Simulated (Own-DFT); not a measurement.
# What a defect does to the pressure of its cell: zincblende GaAs

Source: density functional calculations with Own-DFT, an unreviewed in-house program that is no longer used. Nothing was measured or relaxed, and spin and spin-orbit coupling are left out.

Common settings: PBE; PseudoDojo norm-conserving scalar-relativistic files; cutoff 42 hartree; 3 x 3 x 3 k mesh centred on Gamma; Fermi-Dirac smearing of 0.1 eV.

Known weak points (not all hold for every row): not probed for a lower state with spin; forces not confirmed at this smearing and k mesh; stress not checked against mesh or cutoff.

All runs share one cell, with vectors in Å (10.862, 0.000, 0.000); (0.000, 10.862, 0.000); (0.000, 0.000, 11.796) and a volume of 1391.7 Å³, strained against the parent crystal. The atoms are randomly displaced, by u rms on each axis. The defect's site can differ from row to row.

```
cell,formula,u (Å),P (GPa)
no defect,As32Ga32,0.0307,6.68
no defect,As32Ga32,0.0312,6.70
no defect,As32Ga32,0.0484,7.03
one Al on a Ga site,AlAs32Ga31,0.0290,6.66
one Al on a Ga site,AlAs32Ga31,0.0298,?
one Al on a Ga site,AlAs32Ga31,0.0479,6.93
one Al on a Ga site,AlAs32Ga31,0.0498,6.93
one In on a Ga site,As32Ga31In,0.0296,7.41
one In on a Ga site,As32Ga31In,0.0299,7.51
one In on a Ga site,As32Ga31In,0.0304,7.37
one P on an As site,As31Ga32P,0.0312,6.36
one P on an As site,As31Ga32P,0.0489,6.73
one P on an As site,As31Ga32P,0.0524,6.94
one As vacancy and one Ga vacancy,As31Ga31,0.0294,5.86
one As vacancy and one Ga vacancy,As31Ga31,0.0299,5.92
one As vacancy and one Ga vacancy,As31Ga31,0.0502,6.30
```

## Worked fit

P = P0 + c u² + a shift for each defect gives P0 = 6.46 GPa, c = 244 ± 24 GPa/Å² and a scatter of 0.06 GPa. The shifts, and each times the cell's volume:

- one In on a Ga site: 0.76 ± 0.05 GPa, 6.6 eV
- one Al on a Ga site: -0.07 ± 0.05 GPa, -0.6 eV (not resolved)
- one P on an As site: -0.28 ± 0.05 GPa, -2.4 eV
- one As vacancy and one Ga vacancy: -0.78 ± 0.05 GPa, -6.8 eV

Against the defect-free cell, a freed cell would be larger where the shift is positive and smaller where it is negative (160.2 GPa Å³ is 1 eV). The atoms around the defects weren't relaxed, which would change these numbers.

## Test on the hidden row

Question: what pressure belongs in the blank (one Al on a Ga site, u = 0.0298 Å)?

Estimate: 6.60 ± 0.07 GPa. Computed: 6.63 GPa.
